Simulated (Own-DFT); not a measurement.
# What a defect does to the pressure of its cell: rock-salt HfC

No measurement is shown. These are fixed-geometry runs of a retired plane-wave code named Own-DFT, which no person has reviewed; spin and spin-orbit coupling are neglected.

Method: PBE; PseudoDojo norm-conserving scalar-relativistic files; cutoff 42 hartree; 4 x 4 x 4 k mesh centred on Gamma; cold (Marzari-Vanderbilt) smearing of 0.2 eV.

Keep in mind: hafnium file: forces about 75 meV/angstrom off all-electron values; forces on such cells failed a check on a denser k mesh; stress not checked against mesh or cutoff.

All runs share one cell, with vectors in Å (3.784, -5.351, 6.554); (-3.784, 5.351, 6.554); (-7.568, -5.351, 0.000) and a volume of 796.2 Å³. u is the rms random offset of the atoms per axis. The defect's site can differ from row to row.

```
          cell  formula   u (Å)  P (GPa)
     no defect  C32Hf32  0.0185     3.18
     no defect  C32Hf32  0.0212     3.20
     no defect  C32Hf32  0.0474     4.65
 one C vacancy  C31Hf32  0.0295     2.98
 one C vacancy  C31Hf32  0.0305     3.02
 one C vacancy  C31Hf32  0.0511     4.09
one Hf vacancy  C32Hf31  0.0465     3.65
one Hf vacancy  C32Hf31  0.0477        ?
one Hf vacancy  C32Hf31  0.0510     4.16
one Hf vacancy  C32Hf31  0.0515     4.08
```

## Analysis

P = P0 + c u² + a shift for each defect gives P0 = 2.94 GPa, c = 727 ± 46 GPa/Å² and a scatter of 0.10 GPa. The shifts, and each times the cell's volume:

- one C vacancy: -0.65 ± 0.08 GPa, -3.2 eV
- one Hf vacancy: -0.78 ± 0.10 GPa, -3.9 eV

Positive is outwards. The product with the volume (160.2 GPa Å³ to the eV) is nearly free of the cell's size; divided by the bulk modulus at the cell's pressure it gives the volume that the defect adds. The atoms around the defects weren't relaxed, which would change these numbers.

## Test on the hidden row

Q: what pressure belongs in the blank (one Hf vacancy, u = 0.0477 Å)?

The fitted form gives 3.82 ± 0.11 GPa. Computed: 3.40 GPa. The miss is larger than the scatter suggests: chance, or a term that the fit lacks.
